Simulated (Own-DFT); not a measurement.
# One host, several defects: C40 NbSi2

Everything here is calculated. The program is Own-DFT (plane waves, in-house, since retired, never reviewed by a person); positions were held fixed, and spin and spin-orbit coupling were off.

Settings: PBE; PseudoDojo norm-conserving scalar-relativistic files; cutoff 42 hartree; 4 x 4 x 5 k mesh centred on Gamma; cold (Marzari-Vanderbilt) smearing of 0.2 eV.

Limits: forces on such cells failed a check on a denser k mesh; stress not checked against mesh or cutoff.

All runs share one cell, with vectors in Å (0.000, 8.324, 0.000); (-9.613, 0.000, 0.000); (0.000, 0.000, 6.586) and a volume of 527.0 Å³. Atoms were moved at random from their sites; u is the rms move along one axis. The defect's site can differ from row to row.

```
                    cell   formula   u (Å)  P (GPa)
               no defect  Nb12Si24  0.0194     1.46
               no defect  Nb12Si24  0.0452     2.37
               no defect  Nb12Si24  0.0482     2.54
          one Si vacancy  Nb12Si23  0.0308     0.96
          one Si vacancy  Nb12Si23  0.0338     1.10
          one Si vacancy  Nb12Si23  0.0505     1.82
        two Nb vacancies  Nb10Si24  0.0253    -0.27
        two Nb vacancies  Nb10Si24  0.0439     0.25
        two Nb vacancies  Nb10Si24  0.0540     1.61
two Si on a Nb site each  Nb10Si26  0.0274        ?
two Si on a Nb site each  Nb10Si26  0.0311     1.66
two Si on a Nb site each  Nb10Si26  0.0493     1.79
two Si on a Nb site each  Nb10Si26  0.0570     2.80
two Nb on a Si site each  Nb14Si22  0.0308     7.74
two Nb on a Si site each  Nb14Si22  0.0310     7.59
two Nb on a Si site each  Nb14Si22  0.0465     8.28
```

## Analysis

P = P0 + c u² + a shift for each defect gives P0 = 1.20 GPa, c = 581 ± 83 GPa/Å² and a scatter of 0.26 GPa. The shifts, and each times the cell's volume:

- two Nb on a Si site each: 5.88 ± 0.22 GPa, 19.3 eV (9.7 eV for each of its 2 sites)
- two Si on a Nb site each: -0.40 ± 0.22 GPa, -1.3 eV (-0.7 eV for each of its 2 sites) (not resolved)
- one Si vacancy: -0.81 ± 0.22 GPa, -2.7 eV
- two Nb vacancies: -1.74 ± 0.22 GPa, -5.7 eV (-2.9 eV for each of its 2 sites)

Positive is outwards. The product with the volume (160.2 GPa Å³ to the eV) is nearly free of the cell's size; divided by the bulk modulus at the cell's pressure it gives the volume that the defect adds. The atoms around the defects weren't relaxed, which would change these numbers.

## Prediction

Asked: what pressure belongs in the blank (two Si on a Nb site each, u = 0.0274 Å)?

From the fit: 1.23 ± 0.33 GPa. The calculation gave 1.60 GPa.
